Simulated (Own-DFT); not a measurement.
# Shaking the atoms of beta-Si3N4, 112 atoms (N64Si48)

These are calculations, not measurements. The program, named Own-DFT, is a retired in-house plane-wave density functional code that no person has reviewed. Each row is one single-point run on a periodic cell that was not relaxed, without spin or spin-orbit coupling.

Settings of every run: PBE; PseudoDojo norm-conserving scalar-relativistic files; cutoff 42 hartree; 2 x 2 x 4 k mesh centred on Gamma; Fermi-Dirac smearing of 0.1 eV.

Known limits, some of them of some rows only: some atoms lie very close together; forces on such cells moved up to 12 meV/angstrom on a denser k mesh; stress not checked against mesh or cutoff.

Cell vectors in Å: (15.212, 0.000, 0.000); (-7.606, 13.174, 0.000); (0.000, 0.000, 5.818). In each run every atom was moved at random and independently from its ideal site; u is the rms move along one axis. E is the free energy for each atom above the fitted value at u = 0, and F the rms of the force components.

```
run   u (Å)  E (meV/atom)  F (eV/Å)  largest force (eV/Å)  P (GPa)
  1  0.0197          20.6     0.899                  3.55     5.58
  2  0.0203          19.0     0.842                  2.89     5.54
  3  0.0207          20.0     0.870                  3.61     5.64
  4  0.0477          91.7     1.771                  8.11     7.26
  5  0.0480         103.9     1.844                  6.54     7.68
  6  0.0495             ?         ?                     ?        ?
  7  0.0984         470.4     4.285                 19.71    18.36
  8  0.1003         491.0     4.597                 20.30    16.86
  9  0.1012         500.5     5.089                 40.04    18.74
 10  0.1472        1101.2     9.423                 56.25    35.96
```

## Worked fit

For small independent moves the energy grows as E = (3/2) K u², with K the mean stiffness felt by one atom. The runs with u up to 0.11 Å give K = 31.3 ± 1.0 eV/Å², with residuals divided by u² + 0.0006 Å², since the noise grows with the moves. The scatter is 8.4 meV/atom at u = 0.05 Å. The forces follow F = G u with G = 43.2 eV/Å²; no force at u = 0 is resolved. G exceeds K because the moves of its neighbours add to the force on an atom, and stiffness differs between atoms. At u = 0.147 Å the parabola gives 1018 meV/atom and the run 1101. The pressure follows P = 4.86 + 1308 u² GPa: at fixed volume, shortened bonds push harder than stretched ones pull.

## Withheld run

Question: what energy and rms force should run 6 give?

The fit gives 115 ± 9 meV/atom and about 2.14 eV/Å. The calculation gave 105.4 meV/atom and 1.915 eV/Å.
